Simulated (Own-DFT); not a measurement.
# Strain and stress in diamond silicon, 64 atoms (Si64)

All numbers below are calculated, not measured. The program, named Own-DFT, is a retired in-house plane-wave density functional code that no person has reviewed. Each row is one single-point run on a periodic cell that was not relaxed, without spin or spin-orbit coupling.

Settings of every run: PBE; PseudoDojo norm-conserving scalar-relativistic files; cutoff 20 hartree; 3 x 3 x 3 k mesh centred on Gamma; Fermi-Dirac smearing of 0.1 eV.

Known limits: k mesh not checked against a denser one; stress not checked against mesh or cutoff.

Unstrained cell vectors in Å: (10.862, 0.000, 0.000); (0.000, 10.862, 0.000); (0.000, 0.000, 10.862). The unstrained cell has measured lattice constants (interpolated for alloys), not those of this functional. That, the random moves and any unrelaxed bonds set the pressure at no strain. Each run strains this cell uniformly, with the atoms carried along. Every atom was also moved at random, by a Gaussian of width 0.05 Å on each axis. Strain is the symmetric tensor, in per cent. Stress is positive in tension, and the pressure is minus a third of its trace.

| run | e_xx (%) | e_yy (%) | e_zz (%) | e_yz (%) | e_xz (%) | e_xy (%) | s_xx (GPa) | s_yy (GPa) | s_zz (GPa) | s_yz (GPa) | s_xz (GPa) | s_xy (GPa) | P (GPa) | E (meV/atom) |
|---|---|---|---|---|---|---|---|---|---|---|---|---|---|---|
| 1 | -1.06 | -2.00 | -0.85 | -0.87 | 1.65 | 1.33 | -6.72 | -7.60 | -6.57 | -2.13 | 4.13 | 2.90 | 6.97 | 41.3 |
| 2 | -0.28 | 1.64 | -1.18 | -0.55 | 1.46 | 1.32 | -2.79 | -0.99 | -3.57 | -0.39 | 2.76 | 2.20 | 2.45 | 18.3 |
| 3 | 1.35 | 1.06 | -0.55 | -0.62 | -1.78 | -1.21 | -0.36 | -0.52 | -2.06 | -1.63 | -4.21 | -2.41 | 0.98 | 12.1 |
| 4 | 0.35 | 0.49 | 1.05 | 0.30 | 1.35 | 0.22 | -1.03 | -0.93 | -0.43 | 0.97 | 3.13 | 0.22 | 0.79 | 0.0 |
| 5 | -0.23 | 0.27 | 1.44 | 1.63 | 0.45 | -1.04 | -1.90 | -1.47 | -0.48 | 3.56 | 0.86 | -1.83 | 1.28 | 11.4 |
| 6 | 0.16 | 1.96 | 0.46 | 1.07 | -1.72 | 0.85 | -1.05 | 0.70 | -0.79 | 2.27 | -4.02 | 1.18 | 0.38 | 14.7 |
| 7 | -0.27 | 1.76 | -1.07 | 1.69 | 0.47 | -0.35 | -2.49 | -0.58 | -3.47 | 3.12 | 0.48 | -1.02 | 2.18 | 14.6 |
| 8 | 1.09 | 0.83 | -1.91 | 0.22 | 1.38 | -1.88 | -2.07 | -2.51 | -4.71 | 1.89 | 3.50 | -4.81 | 3.10 | 42.8 |
| 9 | -1.96 | -1.85 | -1.28 | 0.51 | 0.71 | -1.40 | -8.66 | -8.59 | -7.88 | 0.78 | 2.56 | -4.36 | 8.38 | 53.6 |
| 10 | 1.20 | 1.44 | -1.65 | -1.38 | -1.70 | -0.61 | -1.12 | -0.94 | -3.61 | -3.23 | -3.80 | -2.52 | 1.89 | 24.3 |
| 11 | -1.41 | 0.28 | -1.07 | -1.35 | -0.62 | 1.02 | -5.46 | -4.04 | -5.24 | -3.21 | -1.00 | 2.78 | 4.91 | 23.8 |
| 12 | 1.53 | -1.26 | -1.35 | 1.33 | 0.65 | -0.18 | -1.87 | -4.59 | -4.60 | 2.46 | 2.23 | -1.17 | 3.69 | 20.0 |
| 13 | 0.04 | -0.19 | 1.70 | -1.99 | 1.35 | 1.33 | -2.07 | -2.18 | -0.62 | -3.87 | 4.25 | 2.98 | 1.62 | 29.3 |
| 14 | 1.29 | 1.40 | -0.77 | -1.90 | -1.60 | -0.36 | -0.38 | -0.18 | -2.25 | -3.38 | -3.38 | -1.10 | 0.94 | 15.8 |
| 15 | -0.73 | -1.49 | 1.90 | -0.03 | 0.95 | 0.66 | -3.47 | -3.97 | -1.01 | 0.16 | 2.34 | 1.41 | 2.82 | 10.5 |
| 16 | -1.04 | 0.19 | 1.46 | 0.96 | 1.08 | 1.16 | ? | ? | ? | ? | ? | ? | ? | ? |

E is the free energy for each atom above the lowest run shown.

## Worked fit

Each stress component was fitted by least squares to a constant and the strains of the runs shown, as fractions, with shears doubled. Shear strains stay in the fit of a normal stress only where such slopes are resolved. The slopes, in GPa:

```
stress,at no strain,per e_xx,per e_yy,per e_zz,scatter
s_xx,-2.8,163 ± 8,73 ± 6,72 ± 6,0.27
s_yy,-2.8,71 ± 8,166 ± 6,77 ± 6,0.27
s_zz,-2.9,73 ± 6,71 ± 5,162 ± 5,0.23
```

Each shear stress against twice its own strain: yz 96 ± 6, xz 113 ± 5, xy 110 ± 10 GPa. These are stiffnesses along x, y and z of the frame in which the cell vectors are given, which need not be the crystal's axes. The atoms are held to the strained lattice; where symmetry lets them move under strain, relaxing them would lower some slopes. The table should be nearly symmetric about its diagonal, and what it lacks of that shows the noise. A ninth of its sum, 103 ± 3 GPa, estimates the bulk modulus near the mean pressure of these runs, 2.8 GPa, so it lies above the value at zero pressure.

## Withheld run

Question: what normal stresses and pressure should run 16 give?

The fit gives s_xx = -3.4, s_yy = -2.1, s_zz = -1.1 and P = 2.2 GPa. The calculation gave -3.15, -2.04, -0.99 and P = 2.06 GPa.
